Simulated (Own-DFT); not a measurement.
# How strain changes the stress of wurtzite AlN, 128 atoms (Al64N64)

These are calculations, not measurements. The program, named Own-DFT, is a retired in-house plane-wave density functional code that no person has reviewed. Each row is one single-point run on a periodic cell that was not relaxed, without spin or spin-orbit coupling.

Settings of every run: PBE; PseudoDojo norm-conserving scalar-relativistic files; cutoff 42 hartree; 3 x 3 x 3 k mesh centred on Gamma; Gaussian smearing of 0.01 eV.

Known limits: k mesh not checked against a denser one; stress not checked against mesh or cutoff.

Unstrained cell vectors in Å: (12.448, 0.000, 0.000); (-6.224, 10.780, 0.000); (0.000, 0.000, 9.964). The unstrained cell has measured lattice constants (interpolated for alloys), not those of this functional. That, the random moves and any unrelaxed bonds set the pressure at no strain. Each run strains this cell uniformly, with the atoms carried along. Every atom was also moved at random, by a Gaussian of width 0.05 Å on each axis. Strain is the symmetric tensor, in per cent. Stress is positive in tension, and the pressure is minus a third of its trace.

| run | e_xx (%) | e_yy (%) | e_zz (%) | s_xx (GPa) | s_yy (GPa) | s_zz (GPa) | P (GPa) | E (meV/atom) |
|---|---|---|---|---|---|---|---|---|
| 1 | 0.00 | 0.00 | 2.50 | -4.59 | -4.34 | 5.72 | 1.07 | 5.6 |
| 2 | 0.00 | 0.00 | 2.75 | -4.89 | -4.67 | 7.00 | 0.85 | 16.6 |
| 3 | 0.00 | 0.00 | 1.75 | -4.51 | -5.23 | 2.88 | 2.29 | 0.0 |
| 4 | 0.00 | 0.00 | -1.75 | -6.55 | -6.80 | -15.97 | 9.77 | 24.8 |
| 5 | 0.00 | 0.00 | -1.50 | -7.63 | -6.52 | -12.66 | 8.93 | 17.3 |
| 6 | 0.00 | 0.00 | -0.50 | -5.16 | -6.07 | -8.48 | 6.57 | 7.4 |
| 7 | 0.00 | 0.00 | -0.75 | -6.40 | -4.65 | -10.82 | 7.29 | 9.6 |
| 8 | 0.00 | 0.00 | 3.00 | -3.20 | -3.91 | 6.79 | 0.10 | 5.1 |
| 9 | 0.00 | 0.00 | 1.00 | ? | ? | ? | ? | ? |

E is the free energy for each atom above the lowest run shown.

## Worked fit

The change of volume is close to e_xx + e_yy + e_zz. A straight line through the runs shown gives P = 5.96 - 196 x (fractional change of volume) GPa, with an error of 5 on the slope and a scatter of 0.27 GPa. The strain isn't the same on all axes and the cell isn't cubic, so the slope belongs to this path and is not the bulk modulus.

## Withheld run

Question: what pressure should run 9 give? Its volume changes by 1.00 %.

The line gives 4.0 GPa. The calculation gave 3.88 GPa.
